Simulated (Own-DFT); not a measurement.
# Point defects and the pressure they add: 4H SiC

Everything here is calculated. The program is Own-DFT (plane waves, in-house, since retired, never reviewed by a person); positions were held fixed, and spin and spin-orbit coupling were off.

Method: PBE; PseudoDojo norm-conserving scalar-relativistic files; cutoff 42 hartree; 4 x 4 x 3 k mesh centred on Gamma; Fermi-Dirac smearing of 0.1 eV.

Limits (not all hold for every row): some atoms lie very close together; not probed for a lower state with spin; forces on such cells passed a denser k mesh, each cell not checked; stress not checked against mesh or cutoff.

All runs share one cell, with vectors in Å (9.248, 0.000, 0.000); (-4.624, 8.009, 0.000); (0.000, 0.000, 10.068) and a volume of 745.7 Å³. u is the rms random offset of the atoms per axis. The defect's site can differ from row to row.

| cell | formula | u (Å) | P (GPa) |
|---|---|---|---|
| no defect | C36Si36 | 0.0304 | 3.82 |
| no defect | C36Si36 | 0.0332 | 3.91 |
| no defect | C36Si36 | 0.0606 | 6.76 |
| one C on a Si site | C37Si35 | 0.0458 | ? |
| one C on a Si site | C37Si35 | 0.0470 | 2.86 |
| one C on a Si site | C37Si35 | 0.0489 | 3.04 |
| one C on a Si site | C37Si35 | 0.0519 | 3.68 |
| two N on a C site each | C34N2Si36 | 0.0280 | 2.66 |
| two N on a C site each | C34N2Si36 | 0.0302 | 2.85 |
| two N on a C site each | C34N2Si36 | 0.0523 | 4.26 |
| two Al on a Si site each | Al2C36Si34 | 0.0304 | 5.83 |
| two Al on a Si site each | Al2C36Si34 | 0.0306 | 5.62 |
| two Al on a Si site each | Al2C36Si34 | 0.0516 | 7.58 |
| one Si on a C site | C35Si37 | 0.0480 | 11.26 |
| one Si on a C site | C35Si37 | 0.0495 | 11.41 |
| one Si on a C site | C35Si37 | 0.0513 | 11.13 |

## Fit

P = P0 + c u² + a shift for each defect gives P0 = 2.92 GPa, c = 1008 ± 68 GPa/Å² and a scatter of 0.21 GPa. The shifts, and each times the cell's volume:

- one Si on a C site: 5.87 ± 0.17 GPa, 27.3 eV
- two Al on a Si site each: 1.91 ± 0.17 GPa, 8.9 eV (4.4 eV for each of its 2 sites)
- two N on a C site each: -1.15 ± 0.17 GPa, -5.3 eV (-2.7 eV for each of its 2 sites)
- one C on a Si site: -2.17 ± 0.17 GPa, -10.1 eV

Positive is outwards. The product with the volume (160.2 GPa Å³ to the eV) is nearly free of the cell's size; divided by the bulk modulus at the cell's pressure it gives the volume that the defect adds. The atoms around the defects weren't relaxed, which would change these numbers.

## Test on the hidden row

Question: what pressure belongs in the blank (one C on a Si site, u = 0.0458 Å)?

From the fit: 2.86 ± 0.24 GPa. DFT gave 2.96 GPa.
